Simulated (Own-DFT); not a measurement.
## Calculated data, In₃GaP₄ (zincblende random alloy, atoms displaced)

All values are calculated (Own-DFT development build). A calculation, not a measurement: plane-wave PBE density functional theory by an unreviewed code, no spin, of a simulated periodic cell, stress positive in tension, free energy of the whole cell less one offset for each atom, forces on such cells passed a denser k mesh, this cell's mesh not checked; offsets are fitted by least squares, one for each functional and potential file, so energies compare only between cells with the same atoms and settings and are not formation energies; the far tail of each file's local potential was reset to the Coulomb form; each entry is a single point on an unrelaxed cell, so the pressure reflects the starting lattice, mostly measured values, from which strain is counted, and rises with the displacements; printed positions are rounded, which can move forces by about a meV/angstrom; the program is a retired in-house code; no spin-orbit coupling; before rounding, a Quantum ESPRESSO 7.3.1 run of the same cell and cutoff gave forces within 1 meV/angstrom rms on each cell, which checks the program and not the settings.

Settings shared by all entries: functional PBE; potential files PseudoDojo norm-conserving, scalar-relativistic, standard set; wave cutoff 42 hartree; occupations Fermi-Dirac; smearing width 0.1 eV; k mesh 3 x 3 x 3 centred on Gamma.

```json
{"entry": 1, "formula": "In3GaP4", "kind": "zincblende random alloy, atoms displaced", "structure": {"cell_angstrom": [[11.5283, 0.0, 0.0], [0.0, 11.5283, 0.0], [0.0, 0.0, 11.5283]], "atoms_fractional": [["Ga", 0.00089, 0.99826, 0.00306], ["In", 0.99918, 0.24819, 0.25278], ["Ga", 0.25083, 0.99467, 0.24687], ["In", 0.24735, 0.24743, 0.99539], ["P", 0.12763, 0.12052, 0.12892], ["P", 0.12673, 0.37215, 0.37509], ["P", 0.37847, 0.12632, 0.37359], ["P", 0.37271, 0.37368, 0.12547], ["In", 0.00056, 0.99489, 0.49907], ["In", 0.99831, 0.24972, 0.74965], ["In", 0.25327, 0.99477, 0.75166], ["In", 0.25306, 0.24976, 0.50277], ["P", 0.1227, 0.12942, 0.62605], ["P", 0.12175, 0.37881, 0.87427], ["P", 0.37817, 0.1264, 0.8745], ["P", 0.37699, 0.37736, 0.62595], ["In", 0.998, 0.50108, 0.99764], ["In", 0.9955, 0.75139, 0.25013], ["Ga", 0.25204, 0.50114, 0.24944], ["Ga", 0.24449, 0.75102, 0.00058], ["P", 0.12788, 0.62426, 0.12879], ["P", 0.12728, 0.87491, 0.37624], ["P", 0.37677, 0.62919, 0.37259], ["P", 0.37471, 0.87402, 0.12704], ["Ga", 0.99789, 0.50185, 0.50454], ["In", 0.00048, 0.74916, 0.7518], ["In", 0.2506, 0.50386, 0.74926], ["In", 0.24942, 0.75071, 0.4973], ["P", 0.12182, 0.61889, 0.62946], ["P", 0.12586, 0.87839, 0.87561], ["P", 0.3763, 0.62599, 0.87471], ["P", 0.3745, 0.87493, 0.6253], ["In", 0.49915, 0.00018, 0.00232], ["In", 0.49897, 0.2524, 0.24881], ["Ga", 0.7467, 0.99561, 0.25131], ["In", 0.75395, 0.2559, 0.00043], ["P", 0.62959, 0.12291, 0.12089], ["P", 0.62481, 0.37654, 0.37247], ["P", 0.87569, 0.12693, 0.37208], ["P", 0.87583, 0.37159, 0.12386], ["In", 0.49839, 0.0012, 0.5007], ["In", 0.50319, 0.25063, 0.75181], ["In", 0.7499, 0.99916, 0.74776], ["In", 0.75309, 0.25011, 0.50249], ["P", 0.62506, 0.1234, 0.62072], ["P", 0.62555, 0.37613, 0.87095], ["P", 0.873, 0.12542, 0.87161], ["P", 0.87928, 0.37346, 0.6279], ["In", 0.49892, 0.49843, 0.99796], ["In", 0.50348, 0.75154, 0.24799], ["In", 0.75283, 0.49941, 0.25267], ["In", 0.75307, 0.74846, 0.00625], ["P", 0.62552, 0.62797, 0.12265], ["P", 0.62619, 0.87336, 0.37469], ["P", 0.87465, 0.62653, 0.37478], ["P", 0.87386, 0.87649, 0.12322], ["Ga", 0.49796, 0.49585, 0.5003], ["In", 0.50209, 0.74936, 0.75119], ["Ga", 0.74896, 0.50182, 0.75218], ["In", 0.74927, 0.75401, 0.49857], ["P", 0.62684, 0.62173, 0.62576], ["P", 0.62498, 0.87244, 0.8719], ["P", 0.87158, 0.62354, 0.87574], ["P", 0.87094, 0.87547, 0.62465]]}, "results": {"free_energy_of_cell_above_offsets [eV]": "-31.974", "pressure [GPa]": 3.88, "stress_xx [GPa]": -3.94, "stress_yy [GPa]": -3.85, "stress_zz [GPa]": -3.85, "stress_yz [GPa]": -0.02, "stress_xz [GPa]": -0.02, "stress_xy [GPa]": -0.27, "force_element": ["Ga", "In", "Ga", "In", "P", "P", "P", "P", "In", "In", "In", "In", "P", "P", "P", "P", "In", "In", "Ga", "Ga", "P", "P", "P", "P", "Ga", "In", "In", "In", "P", "P", "P", "P", "In", "In", "Ga", "In", "P", "P", "P", "P", "In", "In", "In", "In", "P", "P", "P", "P", "In", "In", "In", "In", "P", "P", "P", "P", "Ga", "In", "Ga", "In", "P", "P", "P", "P"], "force_x [eV/angstrom]": [-0.047, 0.452, 0.112, -0.169, -0.191, -0.048, -1.114, -0.72, -0.105, 0.378, -0.229, -0.027, 0.439, 0.415, -0.201, 0.601, 0.216, 0.661, -0.007, 0.386, 0.723, 0.343, 0.022, -1.414, 0.152, -0.302, 0.244, -0.093, -0.513, -0.42, -0.993, 0.247, 0.188, 0.479, 0.256, -0.468, 0.373, -0.551, -0.998, 0.437, 0.008, -0.077, -0.352, -0.21, 0.048, 0.936, 0.773, -0.716, 0.038, -0.149, -0.223, -0.368, -0.075, 0.252, 0.712, 0.242, 0.235, -0.137, 0.145, 0.001, -0.117, 0.296, -0.517, 0.741], "force_y [eV/angstrom]": [0.385, 0.154, 0.302, 0.199, -1.023, 1.779, -0.881, 0.769, 0.751, -0.027, 1.031, -0.042, -0.932, -0.403, -0.237, 0.434, 0.092, 0.062, -0.14, -0.139, 0.091, 0.58, -1.772, -0.03, -0.295, 0.132, -0.514, -0.556, 0.357, -0.485, 0.829, -0.436, -0.257, -0.392, 0.526, -0.676, -0.246, 0.356, -1.434, 0.715, -0.24, -0.2, 0.171, 0.252, 0.29, 0.77, -0.755, 1.875, 0.077, -0.151, 0.119, 0.309, -0.866, 1.114, -0.73, 1.473, 0.37, -0.194, -0.179, -0.776, -1.046, 0.3, -0.33, -0.283], "force_z [eV/angstrom]": [-0.168, -0.469, 0.382, 0.298, -0.317, 0.12, -0.65, 0.24, 0.124, 0.492, -0.269, -0.21, -0.043, -0.144, -0.076, -0.506, 0.565, -0.058, 0.233, 0.102, -0.338, -1.194, 0.223, -0.353, -0.38, -0.046, 0.386, 0.587, -1.46, 1.509, 0.825, -0.198, -0.302, -0.262, -0.156, -0.519, 1.122, 1.156, -0.093, 0.519, -0.329, -0.623, 0.273, -0.369, 0.482, -0.12, 1.125, -0.314, 0.296, 0.011, -0.521, -0.936, 0.347, -0.615, 1.057, 0.361, -0.179, -0.391, -0.319, 0.285, -0.296, 0.747, -0.756, 0.115]}}
{"entry": 2, "formula": "In3GaP4", "kind": "zincblende random alloy, atoms displaced", "structure": {"cell_angstrom": [[11.5283, 0.0, 0.0], [0.0, 11.5283, 0.0], [0.0, 0.0, 11.5283]], "atoms_fractional": [["Ga", 0.00168, 0.00178, 0.0018], ["Ga", 0.99313, 0.25081, 0.24707], ["In", 0.24906, 0.00317, 0.25139], ["In", 0.24558, 0.24984, 0.99954], ["P", 0.12683, 0.12665, 0.12678], ["P", 0.12697, 0.37055, 0.37895], ["P", 0.37471, 0.12367, 0.37647], ["P", 0.3815, 0.37699, 0.12061], ["In", 0.99524, 0.00117, 0.50501], ["Ga", 0.99882, 0.24734, 0.74394], ["In", 0.24981, 0.99285, 0.75134], ["In", 0.24848, 0.24598, 0.49809], ["P", 0.13056, 0.12428, 0.62589], ["P", 0.12595, 0.37574, 0.87724], ["P", 0.375, 0.12405, 0.87661], ["P", 0.37078, 0.37485, 0.62321], ["In", 0.99937, 0.4985, 0.99728], ["In", 0.99959, 0.75152, 0.24862], ["In", 0.25084, 0.50324, 0.24844], ["Ga", 0.25339, 0.74622, 0.99898], ["P", 0.12536, 0.62192, 0.12606], ["P", 0.11954, 0.87599, 0.37339], ["P", 0.37529, 0.62427, 0.37492], ["P", 0.37417, 0.87509, 0.12268], ["In", 0.00046, 0.5009, 0.50376], ["In", 0.00164, 0.74523, 0.75145], ["Ga", 0.24844, 0.50344, 0.75008], ["In", 0.25166, 0.75453, 0.49564], ["P", 0.1311, 0.62982, 0.62801], ["P", 0.12998, 0.87885, 0.87468], ["P", 0.37307, 0.62348, 0.87952], ["P", 0.37942, 0.87095, 0.62536], ["In", 0.50196, 0.9984, 6e-05], ["In", 0.50354, 0.24812, 0.24952], ["In", 0.74845, 0.00197, 0.25427], ["In", 0.75546, 0.24897, 0.00122], ["P", 0.62648, 0.12427, 0.12219], ["P", 0.62462, 0.37638, 0.36917], ["P", 0.87587, 0.12592, 0.3747], ["P", 0.87216, 0.37362, 0.1257], ["In", 0.49938, 0.99981, 0.49983], ["In", 0.50023, 0.24913, 0.74813], ["In", 0.74373, 0.00455, 0.74804], ["Ga", 0.75294, 0.25319, 0.50294], ["P", 0.62519, 0.12278, 0.6202], ["P", 0.62506, 0.3749, 0.87537], ["P", 0.87282, 0.12407, 0.87025], ["P", 0.87689, 0.37596, 0.61992], ["In", 0.49885, 0.50169, 0.00337], ["In", 0.5, 0.74599, 0.24889], ["In", 0.74632, 0.49885, 0.25246], ["In", 0.75017, 0.75043, 0.99641], ["P", 0.62673, 0.62311, 0.12835], ["P", 0.62775, 0.87182, 0.37792], ["P", 0.87342, 0.62583, 0.36729], ["P", 0.87559, 0.87373, 0.12714], ["Ga", 0.50144, 0.50085, 0.49935], ["Ga", 0.49996, 0.74927, 0.75322], ["In", 0.75047, 0.49864, 0.75252], ["In", 0.74668, 0.7447, 0.50184], ["P", 0.62092, 0.62514, 0.62308], ["P", 0.62206, 0.8754, 0.8759], ["P", 0.87966, 0.62552, 0.87449], ["P", 0.87628, 0.87719, 0.62334]]}, "results": {"free_energy_of_cell_above_offsets [eV]": "-31.531", "pressure [GPa]": 3.98, "stress_xx [GPa]": -3.99, "stress_yy [GPa]": -4.0, "stress_zz [GPa]": -3.95, "stress_yz [GPa]": 0.54, "stress_xz [GPa]": 0.09, "stress_xy [GPa]": -0.32, "force_element": ["Ga", "Ga", "In", "In", "P", "P", "P", "P", "In", "Ga", "In", "In", "P", "P", "P", "P", "In", "In", "In", "Ga", "P", "P", "P", "P", "In", "In", "Ga", "In", "P", "P", "P", "P", "In", "In", "In", "In", "P", "P", "P", "P", "In", "In", "In", "Ga", "P", "P", "P", "P", "In", "In", "In", "In", "P", "P", "P", "P", "Ga", "Ga", "In", "In", "P", "P", "P", "P"], "force_x [eV/angstrom]": [-0.023, 0.553, 0.036, 0.769, -1.909, -1.092, 0.352, -1.035, 0.714, 0.258, 0.834, 0.291, -1.156, -0.261, -0.041, 0.372, 0.073, 0.285, 0.148, -0.388, 0.352, 0.349, 0.699, -0.651, 0.51, 0.194, 0.171, -0.053, 0.394, -1.006, -0.436, 0.453, -0.477, -0.506, 0.049, -0.462, 0.131, -0.177, -0.1, 0.973, 0.091, -0.156, 0.459, -0.223, 0.495, -0.01, 1.723, -0.444, 0.726, -0.046, 0.616, 0.055, 0.128, -0.524, 0.273, 0.268, -0.373, -0.176, -0.07, 0.76, -1.082, -0.249, -0.729, -0.699], "force_y [eV/angstrom]": [-0.13, -0.001, -0.61, 0.099, 0.071, 0.107, 0.138, -0.751, 0.404, 0.121, 0.763, 0.25, 0.243, -0.034, -0.01, 1.403, -0.088, -0.3, -0.959, 0.388, 1.062, 0.342, -0.633, -0.795, 0.551, 1.124, -0.294, -0.115, -1.031, -1.06, 0.761, -0.397, 0.254, -0.086, -0.242, -0.037, -0.11, -0.381, 1.534, -0.109, -0.429, 0.117, -0.818, -0.187, 1.475, -0.112, 0.069, -1.42, 0.161, 0.613, 0.042, -0.097, 0.345, 0.177, -0.23, 1.144, -0.238, -0.139, 0.101, 0.327, -0.462, -0.859, -0.191, -0.834], "force_z [eV/angstrom]": [-0.106, 0.341, -0.096, 0.088, -0.018, -1.439, -0.3, 0.8, -0.437, 0.279, -0.406, 0.218, 0.762, -2.077, -0.243, 0.139, 0.551, -0.209, 0.246, 0.212, -1.028, 0.334, 0.8, -0.201, -0.748, -0.117, 0.066, 0.044, 0.082, 1.952, -1.202, 0.76, 0.106, -0.212, -0.297, -0.45, 0.213, 2.483, 0.155, 0.717, -0.226, 0.009, 0.021, -0.536, -0.617, 0.236, 0.264, 0.797, -0.554, 0.113, -0.392, 0.388, -0.734, -0.372, 1.011, -1.077, -0.03, -0.064, -0.361, -0.131, 0.724, -1.093, 0.085, 0.783]}}
{"entry": 3, "formula": "In3GaP4", "kind": "zincblende random alloy, atoms displaced", "structure": {"cell_angstrom": [[11.5283, 0.0, 0.0], [0.0, 11.5283, 0.0], [0.0, 0.0, 11.5283]], "atoms_fractional": [["In", 0.99888, 0.9965, 0.00053], ["In", 0.0019, 0.25145, 0.24978], ["In", 0.25038, 0.99974, 0.2513], ["In", 0.2499, 0.2475, 0.99882], ["P", 0.12472, 0.12265, 0.1222], ["P", 0.12632, 0.37624, 0.37138], ["P", 0.37385, 0.12232, 0.37315], ["P", 0.37619, 0.37417, 0.12401], ["In", 0.99219, 0.99648, 0.49979], ["In", 0.99924, 0.24741, 0.74796], ["In", 0.25281, 0.99845, 0.74653], ["Ga", 0.25298, 0.24802, 0.49817], ["P", 0.12383, 0.12578, 0.62581], ["P", 0.12252, 0.37517, 0.87695], ["P", 0.37173, 0.12041, 0.87298], ["P", 0.37398, 0.37799, 0.6259], ["In", 0.99755, 0.5035, 0.00078], ["Ga", 0.00252, 0.75071, 0.25184], ["Ga", 0.25273, 0.50094, 0.25415], ["In", 0.24588, 0.75069, 0.99539], ["P", 0.12684, 0.62929, 0.13066], ["P", 0.1217, 0.87518, 0.37555], ["P", 0.37338, 0.62786, 0.37208], ["P", 0.37333, 0.87241, 0.12123], ["In", 0.997, 0.49487, 0.4994], ["In", 0.00257, 0.74859, 0.75013], ["In", 0.25246, 0.50226, 0.75485], ["In", 0.2488, 0.74856, 0.49804], ["P", 0.12547, 0.62734, 0.62124], ["P", 0.12607, 0.87487, 0.87654], ["P", 0.37175, 0.62439, 0.87243], ["P", 0.37571, 0.87736, 0.62559], ["In", 0.49791, 0.9996, 0.00084], ["In", 0.50056, 0.25023, 0.24737], ["In", 0.75109, 0.0023, 0.2471], ["In", 0.75342, 0.25273, 0.00091], ["P", 0.62445, 0.12407, 0.12356], ["P", 0.62358, 0.37548, 0.37727], ["P", 0.87916, 0.1263, 0.37435], ["P", 0.87646, 0.37765, 0.12649], ["In", 0.50001, 0.00299, 0.50177], ["Ga", 0.49954, 0.25125, 0.75282], ["Ga", 0.75268, 0.99912, 0.74861], ["In", 0.7489, 0.25446, 0.5001], ["P", 0.62261, 0.12148, 0.626], ["P", 0.62373, 0.37272, 0.87635], ["P", 0.8748, 0.12638, 0.87577], ["P", 0.87126, 0.3735, 0.62521], ["In", 0.49872, 0.50523, 0.00089], ["Ga", 0.50066, 0.75259, 0.25152], ["Ga", 0.746, 0.50126, 0.2503], ["Ga", 0.75126, 0.74762, 0.0027], ["P", 0.6272, 0.62452, 0.11887], ["P", 0.62318, 0.8712, 0.37913], ["P", 0.87728, 0.62303, 0.3757], ["P", 0.87269, 0.87309, 0.1237], ["In", 0.50039, 0.49983, 0.49729], ["In", 0.4985, 0.75208, 0.74714], ["In", 0.7489, 0.50465, 0.74616], ["In", 0.75469, 0.74969, 0.49586], ["P", 0.62465, 0.62427, 0.62589], ["P", 0.62338, 0.87527, 0.87219], ["P", 0.87959, 0.62437, 0.87393], ["P", 0.87237, 0.87623, 0.62762]]}, "results": {"free_energy_of_cell_above_offsets [eV]": "-31.904", "pressure [GPa]": 3.91, "stress_xx [GPa]": -3.91, "stress_yy [GPa]": -3.91, "stress_zz [GPa]": -3.89, "stress_yz [GPa]": -0.12, "stress_xz [GPa]": -0.26, "stress_xy [GPa]": 0.17, "force_element": ["In", "In", "In", "In", "P", "P", "P", "P", "In", "In", "In", "Ga", "P", "P", "P", "P", "In", "Ga", "Ga", "In", "P", "P", "P", "P", "In", "In", "In", "In", "P", "P", "P", "P", "In", "In", "In", "In", "P", "P", "P", "P", "In", "Ga", "Ga", "In", "P", "P", "P", "P", "In", "Ga", "Ga", "Ga", "P", "P", "P", "P", "In", "In", "In", "In", "P", "P", "P", "P"], "force_x [eV/angstrom]": [-0.117, 0.14, -0.295, -0.003, -0.061, 1.546, -0.277, -0.907, 0.717, 0.027, -0.715, -0.228, 0.757, 0.03, 1.06, 0.11, 0.65, -0.228, -0.104, 0.344, -0.141, -0.5, 0.482, 0.677, 0.459, -0.007, -0.951, 0.18, -0.158, -0.28, 0.679, -0.194, 0.225, 0.002, -0.245, -0.317, 0.127, 0.653, -0.723, -0.897, -0.156, -0.104, -0.374, -0.089, 0.606, -0.541, -0.593, 0.376, -0.172, -0.028, 0.266, 0.033, 0.636, -0.462, -0.099, 0.173, -0.329, 0.123, 0.026, -0.354, -0.158, 1.614, -1.35, -0.561], "force_y [eV/angstrom]": [0.166, -0.177, -0.365, 0.216, 0.074, -0.047, 1.08, 0.901, 0.371, 0.405, 0.107, 0.18, 0.173, 0.04, 1.171, -1.619, -0.048, -0.055, -0.032, -0.44, -0.464, -0.55, -0.271, -0.559, 0.136, 0.345, -0.52, 0.528, -0.755, 0.407, 0.688, -0.495, -0.074, -0.058, -0.326, -0.123, 0.228, 0.571, 0.197, 0.621, -0.362, -0.203, 0.164, -0.921, 0.745, -0.091, -1.026, 0.179, -0.599, -0.113, -0.026, 0.227, 0.954, 0.033, 0.042, -1.457, 0.356, -0.288, -0.549, -0.221, 0.513, -0.013, 0.829, 0.202], "force_z [eV/angstrom]": [-0.168, -0.328, -0.399, -0.064, 0.331, 0.452, 0.799, 0.625, 0.226, 0.248, 0.131, 0.155, -1.226, -0.159, -0.415, -0.143, 0.49, -0.094, -0.43, 0.549, 0.883, -0.62, -1.129, 1.093, 0.179, -0.127, -0.692, 0.042, 0.32, -0.682, 0.478, -0.694, -0.231, 0.278, 0.53, 0.092, -0.107, -1.29, -0.009, 0.821, -0.31, -0.141, 0.312, -0.026, 1.42, -0.802, -0.703, 0.307, -0.401, -0.364, -0.049, -0.566, 1.496, -1.195, -1.721, 0.258, 0.257, 0.213, 0.743, 0.546, -0.648, 0.36, 0.53, 0.769]}}
{"entry": 4, "formula": "In3GaP4", "kind": "zincblende random alloy, atoms displaced", "structure": {"cell_angstrom": [[11.5283, 0.0, 0.0], [0.0, 11.5283, 0.0], [0.0, 0.0, 11.5283]], "atoms_fractional": [["Ga", 0.99728, 0.99584, 0.99986], ["In", 0.00069, 0.2503, 0.25026], ["In", 0.24995, 0.00197, 0.25572], ["Ga", 0.24695, 0.24432, 0.99913], ["P", 0.12284, 0.12448, 0.12832], ["P", 0.12488, 0.37581, 0.37676], ["P", 0.37646, 0.12716, 0.37279], ["P", 0.37182, 0.3763, 0.1277], ["In", 0.99876, 0.00376, 0.49783], ["Ga", 0.99853, 0.25178, 0.74799], ["In", 0.25622, 0.00031, 0.75218], ["In", 0.24972, 0.25064, 0.5045], ["P", 0.12346, 0.12454, 0.62894], ["P", 0.1293, 0.37528, 0.87833], ["P", 0.37246, 0.12257, 0.87621], ["P", 0.3732, 0.3764, 0.62815], ["In", 0.99721, 0.50062, 0.00343], ["In", 0.99721, 0.75516, 0.24471], ["Ga", 0.25095, 0.50164, 0.24798], ["In", 0.25042, 0.74866, 0.00108], ["P", 0.12676, 0.62482, 0.12107], ["P", 0.12479, 0.87277, 0.37461], ["P", 0.37115, 0.62274, 0.37686], ["P", 0.37761, 0.87406, 0.12347], ["In", 0.00186, 0.50184, 0.50044], ["In", 0.9995, 0.75486, 0.74708], ["Ga", 0.24655, 0.49581, 0.75549], ["In", 0.25049, 0.74802, 0.49768], ["P", 0.12059, 0.62435, 0.62592], ["P", 0.12349, 0.87549, 0.87578], ["P", 0.37201, 0.625, 0.87169], ["P", 0.37417, 0.87677, 0.62314], ["In", 0.50445, 0.99764, 0.00211], ["Ga", 0.50187, 0.25123, 0.25395], ["In", 0.75125, 0.99787, 0.24656], ["In", 0.75407, 0.25091, 0.00164], ["P", 0.62125, 0.12327, 0.12592], ["P", 0.62646, 0.37432, 0.37526], ["P", 0.87922, 0.1234, 0.37476], ["P", 0.87722, 0.37446, 0.1271], ["In", 0.50222, 0.00368, 0.49777], ["In", 0.49686, 0.2517, 0.75069], ["Ga", 0.74795, 0.00265, 0.74713], ["In", 0.75377, 0.25177, 0.50255], ["P", 0.63128, 0.1277, 0.62597], ["P", 0.62168, 0.37593, 0.87199], ["P", 0.87212, 0.12268, 0.87025], ["P", 0.87519, 0.3806, 0.62301], ["In", 0.50416, 0.49805, 0.00077], ["In", 0.4975, 0.75196, 0.2479], ["Ga", 0.75369, 0.50121, 0.24717], ["In", 0.75296, 0.74569, 0.00036], ["P", 0.62682, 0.63033, 0.12567], ["P", 0.62747, 0.87744, 0.37457], ["P", 0.8759, 0.62308, 0.37275], ["P", 0.86977, 0.87768, 0.12723], ["In", 0.50404, 0.50228, 0.50242], ["In", 0.49869, 0.75083, 0.75074], ["In", 0.75298, 0.50139, 0.75001], ["In", 0.74649, 0.74812, 0.50167], ["P", 0.62754, 0.62847, 0.62292], ["P", 0.62401, 0.87561, 0.87506], ["P", 0.8777, 0.62521, 0.87301], ["P", 0.87298, 0.87453, 0.62612]]}, "results": {"free_energy_of_cell_above_offsets [eV]": "-32.016", "pressure [GPa]": 3.88, "stress_xx [GPa]": -3.89, "stress_yy [GPa]": -3.87, "stress_zz [GPa]": -3.88, "stress_yz [GPa]": -0.24, "stress_xz [GPa]": -0.08, "stress_xy [GPa]": -0.13, "force_element": ["Ga", "In", "In", "Ga", "P", "P", "P", "P", "In", "Ga", "In", "In", "P", "P", "P", "P", "In", "In", "Ga", "In", "P", "P", "P", "P", "In", "In", "Ga", "In", "P", "P", "P", "P", "In", "Ga", "In", "In", "P", "P", "P", "P", "In", "In", "Ga", "In", "P", "P", "P", "P", "In", "In", "Ga", "In", "P", "P", "P", "P", "In", "In", "In", "In", "P", "P", "P", "P"], "force_x [eV/angstrom]": [0.092, 0.171, 0.12, 0.148, 0.111, 0.855, 0.62, -0.27, 0.368, 0.143, -0.922, -0.068, -0.493, -0.127, 0.125, -0.497, 0.375, 0.386, -0.274, 0.085, 0.279, -0.206, 0.089, -0.703, -0.054, 0.13, 0.169, -0.333, 1.318, -0.375, -0.318, 0.264, -0.557, -0.201, -0.464, -0.627, -0.03, 0.106, -0.866, -0.939, 0.109, 0.056, 0.085, 0.165, -0.2, 0.806, 0.879, 0.833, -0.581, 0.131, -0.271, -0.041, 0.417, -0.294, -0.724, 1.189, -0.455, -0.016, -0.477, 0.719, -0.441, 1.163, 0.097, -0.777], "force_y [eV/angstrom]": [0.337, 0.16, -0.378, 0.2, -0.317, 0.593, 0.955, -0.873, -0.662, 0.016, -0.228, -0.072, 0.576, -0.869, 0.983, 0.946, -0.117, -0.658, -0.158, 0.289, -0.534, 0.193, -0.67, 0.416, -0.071, -0.211, 0.375, 0.052, -0.397, 0.679, -0.966, -0.124, 0.23, 0.091, 0.919, -0.17, 1.317, 0.14, 0.413, 0.724, -0.032, -0.478, -0.373, -0.133, -0.704, -0.172, -0.419, -1.02, 0.38, -0.242, -0.006, 0.519, -1.361, -0.346, -0.201, 0.199, -0.301, 0.007, 0.009, 0.431, -0.436, 0.389, 0.08, 1.078], "force_z [eV/angstrom]": [-0.09, 0.328, -0.647, 0.267, -1.755, -0.85, -0.11, 0.349, 0.598, 0.157, -0.193, -0.271, 0.508, -0.57, 1.131, 0.385, -0.44, 0.262, 0.231, -0.352, 1.331, 0.151, -1.102, 0.154, -0.389, 0.327, -0.39, 0.545, 0.841, 0.713, -0.267, -0.247, -0.328, -0.331, 0.735, -0.282, 0.786, -1.303, -0.359, 0.607, 0.274, -0.016, 0.159, -0.497, 0.694, 0.259, -0.259, 0.878, 0.163, 0.75, 0.184, -0.459, 0.74, -0.031, -0.615, -1.651, -0.179, -0.24, 0.092, -0.723, 0.851, -0.758, 0.12, 0.133]}}
```
